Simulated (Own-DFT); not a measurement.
Simulation results for Ge (diamond germanium, atoms displaced), Ge (diamond germanium, strained, atoms displaced)

All values are calculated (Own-DFT development build). A calculation, not a measurement: plane-wave PBE density functional theory by an unreviewed code, no spin, of a simulated periodic cell, stress positive in tension, free energy of the whole cell less one offset for each atom, k mesh not checked against a denser one; offsets are fitted by least squares, one for each functional and potential file, so energies compare only between cells with the same atoms and settings and are not formation energies; the far tail of each file's local potential was reset to the Coulomb form; each entry is a single point on an unrelaxed cell, so the pressure reflects the starting lattice, mostly measured values (interpolated for alloys), from which strain is counted, and rises with the displacements; printed positions are rounded, which can move forces by about a meV/angstrom; the program, named Own-DFT, is a retired in-house code; no spin-orbit coupling; before rounding, a Quantum ESPRESSO 7.3.1 run of the same cell and cutoff gave forces within 1 meV/angstrom rms on each cell, which checks the program and not the settings.

Settings shared by all entries: functional PBE; potential files PseudoDojo norm-conserving, scalar-relativistic, standard set; wave cutoff 42 hartree; occupations Fermi-Dirac; smearing width 0.1 eV; k mesh 5 x 5 x 5 centred on Gamma.

(1) Ge (diamond germanium, atoms displaced)

```
cell vectors (Å)
   0.0000     5.6580     5.6580
   5.6580     0.0000     5.6580
   5.6580     5.6580     0.0000
atoms (fractions of the cell vectors)
Ge  0.00194  0.00182  0.99549
Ge  0.50268  0.99605  0.00524
Ge  0.00294  0.50141  0.99578
Ge  0.00024  0.99609  0.50243
Ge  0.12598  0.12149  0.12568
Ge  0.62810  0.12352  0.12444
Ge  0.12765  0.62601  0.12048
Ge  0.12168  0.12194  0.62507
Ge  0.50174  0.49806  0.49654
Ge  0.00685  0.49571  0.49900
Ge  0.50505  0.99425  0.50227
Ge  0.49920  0.49936  0.99954
Ge  0.62718  0.62345  0.62526
Ge  0.12724  0.62408  0.62560
Ge  0.62690  0.12720  0.62185
Ge  0.62767  0.62808  0.11913
```

- free energy of cell above offsets: -2.829 eV
- pressure: 3.86 GPa
- stress xx: -3.88 GPa
- stress yy: -3.84 GPa
- stress zz: -3.85 GPa
- stress yz: 0.11 GPa
- stress xz: -0.39 GPa
- stress xy: 0.12 GPa

Force:
```csv
element,x (eV/Å),y (eV/Å),z (eV/Å)
Ge,0.051,0.177,-0.182
Ge,-0.051,-0.61,0.309
Ge,0.001,0.274,-0.331
Ge,-0.133,-0.303,0.059
Ge,0.143,0.004,0.222
Ge,0.23,0.12,-0.065
Ge,0.244,0.039,-0.166
Ge,-0.207,0.32,0.571
Ge,0.198,0.012,0.376
Ge,0.117,-0.326,-0.057
Ge,0.219,-0.434,-0.027
Ge,-0.09,0.15,0.162
Ge,-0.394,0.1,-0.069
Ge,-0.291,-0.07,-0.009
Ge,0.136,0.303,-0.443
Ge,-0.171,0.243,-0.352
```

(2) Ge (diamond germanium, strained, atoms displaced)

```
cell vectors (Å)
  -0.0520     5.6743     5.7694
   5.7637    -0.0240     5.7414
   5.6835     5.5661     0.0562
atoms (fractions of the cell vectors)
Ge  0.00935  0.00374  0.99045
Ge  0.49047  0.00609  0.00114
Ge  0.99622  0.49912  0.01444
Ge  0.00887  0.98356  0.50013
Ge  0.13060  0.12612  0.12348
Ge  0.61395  0.11967  0.12557
Ge  0.12927  0.63165  0.12216
Ge  0.13211  0.12339  0.64200
Ge  0.49687  0.50633  0.48820
Ge  0.00636  0.50416  0.48819
Ge  0.50982  0.00374  0.48530
Ge  0.50643  0.48451  0.01447
Ge  0.62886  0.62563  0.62600
Ge  0.12070  0.63093  0.62129
Ge  0.62744  0.12267  0.62217
Ge  0.61966  0.62364  0.11524
```

* free energy of cell above offsets: -2.060 eV
* pressure: 2.94 GPa
* stress xx: -2.46 GPa
* stress yy: -3.59 GPa
* stress zz: -2.78 GPa
* stress yz: 1.78 GPa
* stress xz: 0.3 GPa
* stress xy: -2.3 GPa

Force:
```csv
element,x (eV/Å),y (eV/Å),z (eV/Å)
Ge,1.558,0.695,-1.504
Ge,-1.205,-0.071,-0.247
Ge,-0.436,-0.663,0.265
Ge,1.676,-0.291,0.946
Ge,0.425,-0.385,-0.453
Ge,-0.713,0.549,1.345
Ge,-0.553,-0.09,0.331
Ge,-1.995,-1.941,1.06
Ge,0.436,0.771,-0.222
Ge,0.613,0.522,-0.86
Ge,0.868,0.877,-1.175
Ge,-0.616,-1.541,-0.209
Ge,-0.332,-0.241,-0.247
Ge,-0.559,1.139,-0.796
Ge,0.001,-0.127,0.658
Ge,0.832,0.798,1.107
```
